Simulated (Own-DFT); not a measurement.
# A change of arrangement and its cost: C16Si16, 32 atoms

All numbers below are calculated, not measured. They come from Own-DFT, an in-house plane-wave density functional program, since retired, whose code no person has reviewed. Each row is one single-point run on a periodic cell that was not relaxed, without spin or spin-orbit coupling.

Settings of every run: PBE; PseudoDojo norm-conserving scalar-relativistic files; cutoff 42 hartree; 5 x 5 x 3 k mesh centred on Gamma; Fermi-Dirac smearing of 0.1 eV.

Known limits: forces on such cells passed a denser k mesh, each cell not checked; stress not checked against mesh or cutoff.

All cells hold the same atoms in the same cell, with vectors in Å (6.165, 0.000, 0.000); (-3.083, 5.339, 0.000); (0.000, 0.000, 10.068). Every atom was moved at random from its ideal site; u is the rms move along one axis. E is the free energy of the cell above the lowest run. The arrangements:

- A: 2H SiC
- B: 4H SiC

| arrangement | u (Å) | E (eV) | P (GPa) |
|---|---|---|---|
| A | 0.0254 | 0.000 | 3.57 |
| A | 0.0267 | 0.120 | 3.67 |
| A | 0.0286 | 0.285 | 3.84 |
| A | 0.0573 | 3.093 | 5.99 |
| A | 0.0597 | 3.771 | 7.06 |
| A | 0.0599 | 3.573 | 6.55 |
| B | 0.0279 | 0.177 | 3.75 |
| B | 0.0318 | 0.469 | 3.77 |
| B | 0.0319 | 0.382 | 3.74 |
| B | 0.0549 | 2.441 | 5.41 |
| B | 0.0590 | 3.728 | 6.63 |
| B | 0.0620 | 3.373 | 5.93 |

Question: once the cost of the random moves is taken out, how do the arrangements rank?

## Worked answer

Fit E = a + b u², with one b for all and one a for each arrangement, and with residuals divided by u², since the noise grows with the moves. Then b = 1178 eV/Å², the scatter at u = 0.04 Å is 0.13 eV, and against A:

- B: -0.04 ± 0.05 eV (not told apart from A)

These are energies of unrelaxed cells. Relaxing the atoms lowers the strained arrangements most, so the gaps would shrink and small ones could change sign.
